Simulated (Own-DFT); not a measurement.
# Hybrid less PBE against volume: monoclinic HfO2, 94 atoms (Hf32O62), with two O vacancies

All values are computed. Each geometry was run twice at fixed positions with Own-DFT, a retired in-house plane-wave program that no person has reviewed: with PBE, and with HSE06 (exact exchange share 0.25 at short range, screening 0.11 per bohr, Gygi-Baldereschi treatment of its divergence). Both used PseudoDojo norm-conserving files made for PBE, a cutoff of 48 hartree, the Gamma point alone, fixed occupations, a neutral cell and no spin. With Gamma alone and a thickness of 10.1 Å, finite-size errors remain in every number. The hafnium file keeps the 4f electrons in the core, and its forces lie about 75 meV/Å off all-electron values. The oxygen file's force components were 24 meV/Å off all-electron values in a glass.

Unstrained cell vectors in Å: (10.234, 0.000, 0.000); (0.000, 10.350, 0.000); (-1.696, 0.000, 10.445), volume V0 = 1106.4 Å³, from measured lattice constants. Each geometry has its own random strain of a few per cent, its own defect sites and random moves of rms u per axis. HSE06 gave the energy alone. D is its energy less that of PBE, over the lowest D shown. The PBE stress wasn't checked against mesh or cutoff.

| run | V - V0 (Å³) | u (Å) | P with PBE (GPa) | D (eV) |
|---|---|---|---|---|
| 1 | 18.2 | 0.0522 | 2.70 | 1.397 |
| 2 | 0.9 | 0.0549 | 4.45 | 1.261 |
| 3 | 7.8 | 0.0539 | 3.29 | 1.396 |
| 4 | -5.1 | 0.0445 | 5.68 | 0.881 |
| 5 | -29.4 | 0.0530 | 14.49 | 0.438 |
| 6 | -4.0 | 0.0496 | 5.86 | 0.969 |
| 7 | 21.9 | 0.0287 | -0.77 | 1.363 |
| 8 | -17.4 | 0.0315 | 7.61 | 0.434 |
| 9 | -32.0 | 0.0285 | 12.04 | 0.000 |
| 10 | -13.1 | 0.0321 | 6.78 | 0.510 |
| 11 | -21.1 | 0.0278 | 9.34 | 0.330 |
| 12 | -23.6 | 0.0321 | 9.97 | 0.259 |
| 13 | -2.0 | 0.0308 | 5.19 | 0.808 |
| 14 | -16.8 | 0.0506 | 8.91 | ? |

## Worked fit

D = 0.67 + 0.0237 (V - V0) + 164 u² eV, with an error of 0.0011 on the volume slope, 20 on the last term and a scatter of 0.06 eV. Pressure is -dE/dV, and 1 eV/Å³ is 160.2 GPa, so HSE06 changes the pressure by -3.8 ± 0.2 GPa. With the ions held to the strained lattice, the PBE pressure falls by 269 ± 19 GPa per unit of volume strain; the shape of the strain isn't fitted, so the true error is larger, and a relaxed crystal would be softer. On that slope HSE06's volume at a given pressure is about 1.4 % smaller, or 0.5 % in lengths. At u = 0 and V0 the PBE pressure is 3.4 GPa, which puts the zero-pressure volume, against the measured cell and with the defects in, at +1.2 % for PBE and -0.2 % for HSE06, each good to a few tenths of a per cent.

## Prediction

Asked: what D should run 14 give?

From the fit: 0.69 eV, with rows scattering by 0.06. The hidden result is 0.712 eV.
